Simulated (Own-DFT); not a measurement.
# Which defects push the lattice out? zincblende GaAs

Calculated, not measured: single-point runs of Own-DFT, a retired in-house plane-wave DFT program that no person has reviewed, on unrelaxed cells, without spin or spin-orbit coupling.

Common settings: PBE; PseudoDojo norm-conserving scalar-relativistic files; cutoff 42 hartree; 3 x 3 x 3 k mesh centred on Gamma; Fermi-Dirac smearing of 0.1 eV.

Limits (not all hold for every row): not probed for a lower state with spin; forces not confirmed at this smearing and k mesh; stress not checked against mesh or cutoff.

All runs share one cell, with vectors in Å (11.737, 0.000, 0.000); (0.000, 11.737, 0.000); (0.000, 0.000, 10.919) and a volume of 1504.3 Å³, strained against the parent crystal. The atoms are randomly displaced, by u rms on each axis. The defect's site can differ from row to row.

| cell | formula | u (Å) | P (GPa) |
|---|---|---|---|
| no defect | As32Ga32 | 0.0296 | 0.75 |
| no defect | As32Ga32 | 0.0325 | 0.83 |
| no defect | As32Ga32 | 0.0513 | 1.08 |
| one As vacancy and one Ga vacancy | As31Ga31 | 0.0308 | 0.50 |
| one As vacancy and one Ga vacancy | As31Ga31 | 0.0312 | 0.47 |
| one As vacancy and one Ga vacancy | As31Ga31 | 0.0519 | 0.78 |
| one P on an As site | As31Ga32P | 0.0294 | 0.52 |
| one P on an As site | As31Ga32P | 0.0299 | ? |
| one P on an As site | As31Ga32P | 0.0444 | 0.72 |
| one P on an As site | As31Ga32P | 0.0496 | 0.87 |
| one Al on a Ga site | AlAs32Ga31 | 0.0286 | 0.73 |
| one Al on a Ga site | AlAs32Ga31 | 0.0291 | 0.74 |
| one Al on a Ga site | AlAs32Ga31 | 0.0515 | 1.09 |
| one In on a Ga site | As32Ga31In | 0.0299 | 1.33 |
| one In on a Ga site | As32Ga31In | 0.0304 | 1.36 |
| one In on a Ga site | As32Ga31In | 0.0458 | 1.49 |

## Working it out

P = P0 + c u² + a shift for each defect gives P0 = 0.61 GPa, c = 180 ± 11 GPa/Å² and a scatter of 0.03 GPa. The shifts, and each times the cell's volume:

- one In on a Ga site: 0.55 ± 0.02 GPa, 5.1 eV
- one Al on a Ga site: -0.02 ± 0.02 GPa, -0.2 eV (not resolved)
- one P on an As site: -0.23 ± 0.03 GPa, -2.2 eV
- one As vacancy and one Ga vacancy: -0.31 ± 0.02 GPa, -2.9 eV

A positive shift means that the defect pushes the cell outwards. Shift times volume (160.2 GPa Å³ is 1 eV) depends little on the cell's size, so, taken for each site, it can be compared between cells at like pressure. The atoms around the defects weren't relaxed, which would change these numbers.

## Prediction

Asked: what pressure belongs in the blank (one P on an As site, u = 0.0299 Å)?

The fit gives 0.54 ± 0.04 GPa. The hidden result is 0.50 GPa.
